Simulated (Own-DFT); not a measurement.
AlN (wurtzite, atoms displaced) (calculated)

A calculation, not a measurement: plane-wave PBE density functional theory by an unreviewed code, no spin, of a simulated periodic cell, stress positive in tension, free energy of the whole cell less one offset for each atom, forces on such cells passed a denser k mesh, this cell's mesh not checked; offsets are fitted by least squares, one for each functional and potential file, so energies compare only between cells with the same atoms and settings and are not formation energies; the far tail of each file's local potential was reset to the Coulomb form; each entry is a single point on an unrelaxed cell, so the pressure reflects the starting lattice, mostly measured values (interpolated for alloys), from which strain is counted, and rises with the displacements; printed positions are rounded, which can move forces by about a meV/angstrom; the program, named Own-DFT, is a retired in-house code; no spin-orbit coupling. Program: Own-DFT development build.

Settings shared by all entries: functional PBE; potential files PseudoDojo norm-conserving, scalar-relativistic, standard set; wave cutoff 42 hartree; occupations Fermi-Dirac; smearing width 0.1 eV; hardware one NVIDIA H100; k mesh 2 x 2 x 2 centred on Gamma.

(1) AlN (wurtzite, atoms displaced)

```xyz
128
Lattice="12.4480 0.0000 0.0000 -6.2240 10.7803 0.0000 0.0000 0.0000 9.9640" Properties=species:S:1:pos:R:3 AlN
Al    -0.0092     1.8016     0.0016
Al     1.5724     0.8988     2.5013
N     -0.0100     1.7812     1.8976
N      1.5988     0.9049     4.3564
Al     0.0058     1.8242     4.9834
Al     1.5369     0.8847     7.4682
N      0.0117     1.8118     6.8583
N      1.5098     0.8893     9.3786
Al    -1.5574     4.4818     9.9619
Al    -0.0109     3.5803     2.5231
N     -1.5346     4.5261     1.9018
N     -0.0223     3.5959     4.3852
Al    -1.5618     4.5070     4.9392
Al    -0.0021     3.5813     7.5031
N     -1.5201     4.4912     6.9044
N     -0.0284     3.5661     9.3434
Al    -3.1198     7.1950     9.9487
Al    -1.5015     6.2939     2.4953
N     -3.0920     7.1840     1.9110
N     -1.5302     6.3092     4.4189
Al    -3.1235     7.1782     4.9958
Al    -1.5276     6.2724     7.4714
N     -3.1189     7.1708     6.9118
N     -1.5564     6.2654     9.3887
Al    -4.6440     9.8962     9.9526
Al    -3.1279     8.9825     2.4927
N     -4.6761     9.8937     1.9649
N     -3.1091     9.0319     4.4021
Al    -4.6404     9.8940     4.9989
Al    -3.0864     9.0049     7.4655
N     -4.6495     9.8385     6.8715
N     -3.0930     8.9972     9.3708
Al     3.0841     1.7834     0.0357
Al     4.6863     0.8738     2.4951
N      3.1130     1.7830     1.9137
N      4.6629     0.8983     4.3857
Al     3.1260     1.7685     4.9812
Al     4.6559     0.8867     7.4961
N      3.1148     1.8176     6.8849
N      4.6955     0.8910     9.3776
Al     1.5496     4.4699     9.9121
Al     3.0939     3.5498     2.5228
N      1.5916     4.4842     1.8854
N      3.1119     3.6528     4.4042
Al     1.5382     4.4908     4.9950
Al     3.1328     3.5756     7.4919
N      1.5555     4.4834     6.8639
N      3.1171     3.6318     9.4092
Al    -0.0093     7.1727     0.0030
Al     1.5309     6.2618     2.4525
N      0.0010     7.1804     1.8810
N      1.5710     6.2712     4.3852
Al     0.0218     7.1962     4.9964
Al     1.5693     6.2853     7.4818
N     -0.0119     7.2000     6.8764
N      1.5614     6.2698     9.3737
Al    -1.5447     9.8774     9.9512
Al     0.0232     8.9635     2.5040
N     -1.5893     9.8905     1.8894
N      0.0270     8.9739     4.3848
Al    -1.5465     9.8801     4.9928
Al    -0.0028     9.0024     7.4675
N     -1.5912     9.8522     6.8813
N     -0.0138     8.9704     9.3567
Al     6.2201     1.7794     0.0101
Al     7.8197     0.8801     2.4659
N      6.1821     1.8080     1.8853
N      7.7588     0.8914     4.3948
Al     6.2378     1.8044     5.0233
Al     7.7840     0.9138     7.4837
N      6.2462     1.8117     6.8950
N      7.7891     0.8975     9.3249
Al     4.6684     4.4956     0.0219
Al     6.2131     3.5771     2.4843
N      4.6429     4.5035     1.9098
N      6.2292     3.5907     4.3830
Al     4.6664     4.4874     4.9673
Al     6.2268     3.6020     7.4364
N      4.6500     4.4949     6.8999
N      6.2323     3.6185     9.3613
Al     3.1316     7.1587     0.0025
Al     4.6605     6.2843     2.4687
N      3.1473     7.1649     1.9062
N      4.6618     6.2825     4.3911
Al     3.1233     7.1715     4.9991
Al     4.6926     6.2527     7.4496
N      3.0890     7.1940     6.8939
N      4.6709     6.3007     9.3920
Al     1.5683     9.8969     9.9452
Al     3.0963     8.9763     2.5012
N      1.5664     9.8892     1.8891
N      3.1169     8.9679     4.3949
Al     1.4967     9.8864     4.9792
Al     3.1024     8.9711     7.4353
N      1.5473     9.8539     6.9035
N      3.1100     9.0113     9.3746
Al     9.3119     1.7716     9.9499
Al    10.9015     0.9355     2.5017
N      9.3107     1.7966     1.8741
N     10.9092     0.8781     4.4131
Al     9.3324     1.7980     4.9899
Al    10.8854     0.8764     7.4893
N      9.3252     1.8099     6.9137
N     10.9298     0.8830     9.3386
Al     7.7670     4.4857     9.9443
Al     9.3433     3.5981     2.5004
N      7.7827     4.4746     1.8936
N      9.3335     3.5803     4.4109
Al     7.7683     4.4808     4.9872
Al     9.3261     3.6043     7.4643
N      7.7969     4.4595     6.8885
N      9.3506     3.6141     9.3809
Al     6.2175     7.1495     0.0071
Al     7.7889     6.2766     2.4955
N      6.2139     7.1938     1.9044
N      7.7913     6.2778     4.4023
Al     6.1951     7.1959     4.9755
Al     7.7833     6.2714     7.4959
N      6.2463     7.1455     6.8672
N      7.7882     6.2924     9.3812
Al     4.6731     9.8618     9.9470
Al     6.2441     8.9437     2.4838
N      4.6423     9.8982     1.8929
N      6.2107     8.9815     4.4176
Al     4.6678     9.8894     4.9781
Al     6.2361     9.0036     7.4604
N      4.6548     9.8748     6.8700
N      6.2090     9.0092     9.3756
```

The calculation gives: free energy of cell above offsets -62.395 eV; pressure 3.76 GPa; stress xx -3.83 GPa; stress yy -3.59 GPa; stress zz -3.87 GPa; stress yz -0.21 GPa; stress xz 0.02 GPa; stress xy -0.48 GPa; wall time 350.9 s.

Force:
```csv
element,x (eV/Å),y (eV/Å),z (eV/Å)
Al,-0.298,-0.235,0.071
Al,-0.427,-0.103,-0.239
N,0.381,0.554,0.138
N,-0.795,0.173,1
Al,0.197,-0.62,-0.153
Al,0.219,0.145,-0.105
N,-0.207,-0.536,0.385
N,0.972,0.316,-0.156
Al,-0.002,0.144,0.064
Al,0.572,0.302,-0.93
N,-0.172,-0.805,0.272
N,0.28,0.029,0.109
Al,0.07,-0.026,1.093
Al,0.152,0.127,-0.974
N,-0.644,-0.166,-0.72
N,0.513,0.293,0.854
Al,0.424,-0.15,0.317
Al,-1.025,0.199,0.191
N,-0.138,-0.008,-0.091
N,-0.314,-0.035,-0.511
Al,0.251,0.48,0.072
Al,-0.442,0.213,0.14
N,0.308,0.188,-0.175
N,0.023,0.383,-0.212
Al,-0.638,-0.492,0.659
Al,0.251,-0.019,0.201
N,0.134,-0.291,-1.226
N,0.262,-1.068,-0.021
Al,-0.685,-0.11,-0.637
Al,-0.74,-1.214,0.304
N,-0.123,1.014,0.344
N,-0.302,-0.02,-0.058
Al,0.423,0.316,-0.565
Al,-0.38,0.187,-0.022
N,0.116,-0.114,-0.023
N,0.649,-0.047,0.405
Al,-0.061,1.033,-0.004
Al,0.259,0.229,-0.406
N,-0.032,-0.843,0.167
N,-0.835,0.127,0.008
Al,-0.271,0.213,0.887
Al,0.341,0.924,-0.359
N,-1.017,-0.525,-0.094
N,-0.198,-1.473,0.041
Al,0.161,0.165,-0.236
Al,-0.559,0.515,-0.029
N,0.107,-0.061,0.845
N,0.056,-1.217,-0.638
Al,0.143,0.099,-0.512
Al,1.019,0.13,0.533
N,0.368,0.347,0.239
N,-0.424,0.317,-0.134
Al,0.207,-0.403,-0.038
Al,-0.489,-0.055,-0.256
N,0.479,-0.016,0.296
N,-0.164,0.233,0.071
Al,0.035,-0.065,0.373
Al,-0.546,0.507,-0.629
N,0.837,-0.524,0.186
N,-0.913,0.018,0.02
Al,-0.094,0.012,-0.389
Al,-0.163,-0.624,0.2
N,1.114,1.017,-0.122
N,0.373,0.181,0.347
Al,0.263,0.694,-0.422
Al,-1.125,0.392,0.504
N,0.982,-0.542,0.201
N,0.37,0.181,-0.18
Al,-0.373,-0.09,-0.756
Al,0.079,-0.475,-0.642
N,-0.662,-0.472,0.062
N,-0.479,0.027,1.108
Al,0.169,0.077,-0.06
Al,-0.042,0.457,-0.099
N,0.395,-0.623,0.135
N,-0.159,-0.141,0.313
Al,0.083,0.294,0.186
Al,-0.118,0.02,0.747
N,0.445,-0.48,-0.559
N,-0.403,-0.619,-0.049
Al,-0.426,0.813,0.002
Al,0.168,-0.133,0.631
N,-1.112,0.451,-0.248
N,0.22,-0.017,-0.025
Al,-0.307,0.113,-0.402
Al,-0.447,0.94,0.515
N,0.745,-0.536,-0.079
N,0.137,-0.547,-0.606
Al,-0.267,-0.501,-0.078
Al,0.64,-0.131,-0.198
N,-0.403,-0.273,-0.036
N,-0.534,0.331,0.253
Al,1.583,-0.1,0.321
Al,0.187,0.169,0.745
N,-0.171,0.915,-0.565
N,-0.051,-0.823,-0.36
Al,0.905,0.539,-0.41
Al,-0.38,-1.074,-0.137
N,0.69,0.285,0.344
N,-0.298,0.87,-0.313
Al,0.12,-0.438,0.285
Al,0.159,0.435,-0.692
N,0.289,-0.292,-0.506
N,-0.815,0.219,0.781
Al,0.508,0.068,0.363
Al,-0.126,0.108,-0.361
N,-0.122,0.151,0.127
N,0.024,0.179,-0.375
Al,0.197,0.243,-0.073
Al,0.866,-0.105,0.393
N,-0.431,0.635,-0.234
N,-0.454,-0.624,-0.096
Al,0.215,1,-0.175
Al,0.029,0.011,-0.076
N,0.451,-0.675,-0.076
N,-0.337,0.064,-0.165
Al,0.533,-0.309,0.024
Al,0.137,0.058,-0.39
N,-0.341,0.596,0.367
N,-0.26,-0.122,0.074
Al,-0.23,0.485,0.49
Al,-0.863,1.142,0.363
N,0.475,-0.152,0.273
N,0.53,0.147,-0.319
Al,-0.163,-0.424,-0.109
Al,-0.402,-0.856,0.134
N,0.259,0.027,0.113
N,0.851,-0.829,-0.149
```

(2) AlN (wurtzite, atoms displaced)

```xyz
128
Lattice="12.4480 0.0000 0.0000 -6.2240 10.7803 0.0000 0.0000 0.0000 9.9640" Properties=species:S:1:pos:R:3 AlN
Al    -0.0221     1.7867     0.0230
Al     1.5357     0.8430     2.4830
N      0.0017     1.8152     1.9014
N      1.5574     0.9315     4.3745
Al    -0.0140     1.7636     5.0039
Al     1.5664     0.8683     7.4543
N     -0.0102     1.8197     6.8604
N      1.5723     0.8722     9.3752
Al    -1.5769     4.5008     0.0065
Al    -0.0026     3.5640     2.5234
N     -1.5597     4.4971     1.8724
N     -0.0124     3.5680     4.3971
Al    -1.5888     4.4737     4.9769
Al    -0.0066     3.6164     7.4895
N     -1.5685     4.4882     6.8960
N     -0.0013     3.6171     9.3664
Al    -3.1294     7.2035     0.0007
Al    -1.5529     6.3016     2.4588
N     -3.1057     7.2548     1.9063
N     -1.5300     6.3133     4.3923
Al    -3.1177     7.1974     4.9805
Al    -1.5659     6.3091     7.4531
N     -3.1155     7.2155     6.8833
N     -1.5668     6.3203     9.4032
Al    -4.6580     9.9147     9.9461
Al    -3.0899     8.9854     2.4596
N     -4.6625     9.8673     1.9017
N     -3.1153     8.9811     4.4014
Al    -4.6501     9.8541     4.9587
Al    -3.1214     8.9821     7.4633
N     -4.6769     9.8745     6.9003
N     -3.0890     8.9851     9.3581
Al     3.0665     1.8041     0.0120
Al     4.6410     0.8735     2.4324
N      3.1275     1.8374     1.8869
N      4.6692     0.8952     4.3776
Al     3.1159     1.7804     4.9829
Al     4.6341     0.8996     7.4727
N      3.1203     1.8045     6.8849
N      4.6731     0.9051     9.3533
Al     1.5695     4.4825     0.0130
Al     3.1122     3.6100     2.4853
N      1.5499     4.4761     1.8738
N      3.1236     3.6049     4.3946
Al     1.5698     4.5130     4.9809
Al     3.1254     3.5854     7.4979
N      1.5101     4.5017     6.8930
N      3.0977     3.5932     9.3643
Al     0.0094     7.1828     9.9238
Al     1.5523     6.2844     2.5157
N      0.0171     7.2086     1.9042
N      1.5785     6.3198     4.4142
Al    -0.0234     7.1785     4.9965
Al     1.5301     6.2918     7.4958
N      0.0397     7.1732     6.9116
N      1.5425     6.2744     9.3740
Al    -1.5840     9.8777     9.9433
Al    -0.0248     8.9335     2.5008
N     -1.5534     9.8656     1.9103
N     -0.0011     8.9715     4.3876
Al    -1.5134     9.9285     4.9847
Al     0.0109     8.9961     7.4570
N     -1.5225     9.8692     6.8830
N      0.0133     8.9776     9.4018
Al     6.2178     1.8297     9.9528
Al     7.7846     0.8861     2.5335
N      6.2268     1.8043     1.9335
N      7.7928     0.9183     4.4190
Al     6.2536     1.7756     4.9954
Al     7.7698     0.9058     7.4818
N      6.1996     1.8218     6.8973
N      7.8275     0.9120     9.3681
Al     4.6763     4.4779     9.9412
Al     6.1965     3.5861     2.5112
N      4.6309     4.4655     1.9241
N      6.2294     3.5790     4.3655
Al     4.6581     4.4991     4.9628
Al     6.2128     3.6155     7.4662
N      4.6473     4.4920     6.8987
N      6.2239     3.5829     9.3587
Al     3.1134     7.1921     9.9577
Al     4.6807     6.2828     2.4714
N      3.1184     7.1918     1.9121
N      4.6245     6.2920     4.3714
Al     3.1176     7.2104     4.9743
Al     4.6628     6.2704     7.4768
N      3.0880     7.1913     6.8996
N      4.6772     6.2978     9.3510
Al     1.5338     9.8822     0.0447
Al     3.0836     8.9744     2.4751
N      1.5682     9.8879     1.8780
N      3.0986     8.9714     4.4364
Al     1.5381     9.8998     4.9784
Al     3.1364     8.9875     7.5172
N      1.5327     9.8927     6.8903
N      3.1487     8.9767     9.3784
Al     9.3552     1.7558     0.0075
Al    10.8835     0.8948     2.4953
N      9.3410     1.8130     1.9103
N     10.9233     0.8941     4.4002
Al     9.3322     1.7849     4.9693
Al    10.8899     0.8921     7.4633
N      9.3430     1.8040     6.9075
N     10.9350     0.9023     9.3553
Al     7.7716     4.4797     9.9502
Al     9.3638     3.5940     2.4852
N      7.7902     4.4841     1.9063
N      9.3128     3.5536     4.3745
Al     7.7610     4.4741     4.9817
Al     9.3237     3.6334     7.4380
N      7.7661     4.4993     6.8768
N      9.3793     3.5724     9.3929
Al     6.2340     7.1784     0.0043
Al     7.7717     6.2702     2.4660
N      6.2086     7.1906     1.8992
N      7.7648     6.3342     4.3946
Al     6.2754     7.1805     4.9718
Al     7.8031     6.2897     7.4585
N      6.1916     7.1725     6.8933
N      7.7783     6.2526     9.3574
Al     4.6494     9.8889     0.0271
Al     6.2298     8.9950     2.5009
N      4.6672     9.8822     1.9060
N      6.2340     8.9833     4.3548
Al     4.6614     9.8964     4.9918
Al     6.2266     9.0016     7.5028
N      4.6747     9.9095     6.8426
N      6.2398     8.9746     9.3583
```

The calculation gives: free energy of cell above offsets -62.265 eV; pressure 3.8 GPa; stress xx -3.44 GPa; stress yy -4.08 GPa; stress zz -3.88 GPa; stress yz -0.24 GPa; stress xz -0.21 GPa; stress xy -0.4 GPa; wall time 366.6 s.

Force:
```csv
element,x (eV/Å),y (eV/Å),z (eV/Å)
Al,0.685,0.697,-0.551
Al,0.462,1.346,0.094
N,-0.128,-0.868,0.058
N,0.007,-0.983,0.273
Al,0.565,0.742,-0.295
Al,-0.457,0.92,0.114
N,0.341,-0.492,0.776
N,-0.556,0.78,-0.23
Al,0.607,0.086,-0.428
Al,0.082,0.712,-0.467
N,0.259,0.111,0.878
N,0.023,0.45,0.169
Al,0.593,0.184,0.021
Al,-0.093,-0.469,-0.183
N,-0.098,0.636,-0.495
N,-0.02,-0.49,0.451
Al,0.147,-0.218,-0.032
Al,0.1,-0.009,0.204
N,-0.329,-1.569,-0.294
N,-0.976,-0.755,-0.161
Al,0.333,0.083,-0.225
Al,0.344,-0.23,0.573
N,0.045,-0.492,-0.188
N,-0.147,-0.359,-0.602
Al,-0.11,-1.075,0.211
Al,-0.42,0.465,0.997
N,0.038,-0.009,-0.426
N,0.678,0.284,-0.273
Al,-0.367,0.711,0.228
Al,0.436,0.356,-0.032
N,0.229,-0.096,-0.602
N,-0.79,0.034,0.029
Al,0.869,0.034,-0.296
Al,0.503,0.614,0.737
N,-0.704,-0.975,0.17
N,0.254,0.294,-0.123
Al,0.028,0.586,-0.242
Al,0.712,-0.088,-0.051
N,-0.415,-0.283,-0.106
N,-0.366,0.016,0.615
Al,-0.561,0.189,-0.424
Al,-0.57,-0.319,0.421
N,-0.098,0.301,0.912
N,-0.327,-0.352,-0.022
Al,-0.356,-0.307,0.266
Al,-0.881,0.334,-0.637
N,0.995,-0.114,-0.149
N,0.378,-0.106,0.305
Al,-0.107,0.069,0.707
Al,0.164,-0.077,-0.309
N,-0.148,-0.89,-0.367
N,-0.681,-0.431,-0.32
Al,0.964,0.212,0.182
Al,0.912,-0.391,-0.246
N,-1.297,0.578,-0.426
N,0.486,0.184,0.3
Al,0.967,0.174,0.209
Al,0.53,1.036,-0.161
N,0.05,0.155,-0.58
N,0.038,0.277,0.153
Al,-0.755,-0.937,-0.135
Al,0.155,-0.401,0.677
N,-0.774,0.34,-0.016
N,-0.309,0.302,-0.543
Al,0.433,-0.922,0.371
Al,-0.113,0.418,-0.763
N,-0.017,-0.416,-0.628
N,-0.104,-0.64,-0.304
Al,-0.92,0.59,-0.089
Al,0.12,0.102,-0.058
N,0.264,-0.317,-0.171
N,-1.021,-0.402,0.351
Al,-0.346,0.312,0.408
Al,0.382,0.049,-0.505
N,0.966,0.662,-0.857
N,-0.209,0.173,0.906
Al,0.141,0.03,0.264
Al,-0.115,-0.256,-0.08
N,0.31,-0.091,-0.42
N,0.002,0.46,0.079
Al,-0.062,-0.388,0.087
Al,-0.512,-0.032,0.311
N,-0.19,-0.23,-0.377
N,1.197,0.023,0.208
Al,-0.059,-0.33,0.717
Al,-0.442,0.502,-0.325
N,0.386,-0.003,0.041
N,-0.095,-0.41,0.72
Al,0.478,0.21,-1.189
Al,0.561,0.022,0.687
N,-0.548,-0.062,1.194
N,0.046,0.942,-0.99
Al,0.367,-0.588,0.416
Al,-0.427,0.009,-1.062
N,0.657,0.087,-0.059
N,-0.754,0.345,0.446
Al,0.242,0.818,-0.159
Al,0.231,0.153,0.073
N,-0.032,-0.629,0.12
N,-0.901,-0.078,-0.352
Al,0.652,-0.017,0.724
Al,0.215,0.516,-0.032
N,-0.332,0.124,-0.636
N,-0.665,-0.58,0.344
Al,0.659,-0.403,0.261
Al,-0.469,0.058,-0.248
N,-0.347,0.007,-0.125
N,0.146,0.762,0.299
Al,0.112,0.402,-0.41
Al,0.23,-0.973,0.982
N,0.057,0.1,-0.168
N,-1.07,0.132,-0.516
Al,-0.139,0.111,-0.341
Al,0.239,0.582,0.252
N,0.46,-0.06,-0.145
N,0.939,-1.397,-0.374
Al,-1.882,0.472,0.349
Al,-0.762,0.236,0.093
N,0.844,0.381,-0.276
N,0.163,0.578,0.237
Al,0.813,-0.072,-0.407
Al,-0.203,-0.357,-0.437
N,-0.127,0.035,0.162
N,-0.164,0.068,0.816
Al,0.166,-0.577,-0.566
Al,-0.435,-0.523,-0.719
N,0.024,-0.51,1.001
N,-0.171,0.288,0.781
```
